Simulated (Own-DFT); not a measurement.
# Biaxial strain at fixed height in grey tin, 64 atoms (Sn64)

No measurement is shown. These are fixed-geometry runs of a retired plane-wave code named Own-DFT, which no person has reviewed; spin and spin-orbit coupling are neglected.

All runs used: PBE; PseudoDojo norm-conserving scalar-relativistic files; cutoff 42 hartree; 3 x 3 x 3 k mesh centred on Gamma; cold (Marzari-Vanderbilt) smearing of 0.2 eV.

Keep in mind: forces on such cells moved up to 12 meV/angstrom on a denser k mesh; stress not checked against mesh or cutoff.

Unstrained cell vectors in Å: (12.978, 0.000, 0.000); (0.000, 12.978, 0.000); (0.000, 0.000, 12.978). The unstrained cell has measured lattice constants (interpolated for alloys), not those of this functional. That, the random moves and any unrelaxed bonds set the pressure at no strain. Each run strains x and y alike by e, as a substrate would, and holds the height along z. Each atom got a random Gaussian move of width 0.05 Å along each axis. Stress is positive in tension.

```
e (%)  u (Å)  (s_xx + s_yy)/2 (GPa)  s_zz (GPa)
-3.00  0.050                  -7.54       -6.70
-3.00  0.048                  -7.54       -6.67
-2.25  0.048                  -6.42       -5.70
-2.25  0.049                  -6.47       -5.78
-1.75  0.048                      ?           ?
-1.25  0.046                  -5.11       -4.74
-1.25  0.047                  -5.11       -4.69
-0.25  0.052                  -3.85       -3.80
-0.25  0.046                  -3.85       -3.79
 0.50  0.056                  -3.25       -3.39
 0.50  0.052                  -3.03       -3.20
 1.00  0.048                  -2.50       -2.77
 1.00  0.049                  -2.56       -2.80
```

## Working it out

With e as a fraction, the in-plane stress is -3.6 + 111 e - 664 e² GPa (errors 3 and 131, scatter 0.07), and s_zz is -3.6 + 82 e - 680 e² GPa (slope ± 3, scatter 0.08). At e = 0 the first slope is C11 + C12 and the second 2 C12, both with the ions held to the strained lattice and at the cell's own pressure. The term in e² is negative: the layer stiffens under compression and softens under tension. A free layer would change its height as e changes, and the in-plane slope would drop by 2 C12²/C11 to the biaxial modulus. At fixed height, a misfit of 1 % moves the in-plane stress by about 1.1 GPa and s_zz by 0.8 GPa.

## Test on the hidden row

Question: what are the two stresses at e = -1.75 %?

From the fit: -5.8 and -5.2 GPa. Computed: -5.78 and -5.33 GPa.
